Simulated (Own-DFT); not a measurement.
# Shaking the atoms of a stack of InAs and GaAs layers, 64 atoms (As32Ga24In8)

Calculated results; nothing here was measured. They come from Own-DFT, an in-house plane-wave density functional program, since retired, whose code no person has reviewed. Each row is one single-point run on a periodic cell that was not relaxed, without spin or spin-orbit coupling.

Settings of every run: PBE; PseudoDojo norm-conserving scalar-relativistic files; cutoff 42 hartree; 3 x 3 x 3 k mesh centred on Gamma; Fermi-Dirac smearing of 0.1 eV.

Known limits: forces on such cells passed a denser k mesh, each cell not checked; stress not checked against mesh or cutoff.

Cell vectors in Å: (11.307, 0.000, 0.000); (0.000, 11.307, 0.000); (0.000, 0.000, 11.307). In each run every atom was moved at random and independently from its ideal site; u is the rms move along one axis. E is the free energy for each atom above the fitted value at u = 0, and F the rms of the force components.

```
run,u (Å),E (meV/atom),F (eV/Å),largest force (eV/Å),P (GPa)
1,0.0302,17.3,0.749,3.45,9.03
2,0.0310,15.5,0.705,2.94,8.99
3,0.0313,17.6,0.726,3.48,9.03
4,0.0568,?,?,?,?
5,0.0598,67.3,1.136,4.99,9.68
6,0.0617,65.4,1.145,5.70,9.67
7,0.1045,196.9,1.810,6.19,11.41
8,0.1052,190.4,1.772,8.84,11.29
```

## Worked fit

For small independent moves the energy grows as E = (3/2) K u², with K the mean stiffness felt by one atom. The runs with u up to 0.11 Å give K = 11.8 ± 0.4 eV/Å², with residuals divided by u² + 0.0006 Å², since the noise grows with the moves. The scatter is 2.4 meV/atom at u = 0.05 Å. The forces follow F² = F0² + G² u², fitted to F/u, with G = 16.5 eV/Å² and F0 = 0.52 eV/Å. F0 is the force that atoms already bear on their ideal sites. G exceeds K because the moves of its neighbours add to the force on an atom, and stiffness differs between atoms. The pressure follows P = 8.81 + 232 u² GPa: at fixed volume, shortened bonds push harder than stretched ones pull.

## Withheld run

Question: what energy and rms force should run 4 give?

The fit gives 57 ± 3 meV/atom and about 1.07 eV/Å. The calculation gave 56.3 meV/atom and 1.107 eV/Å.
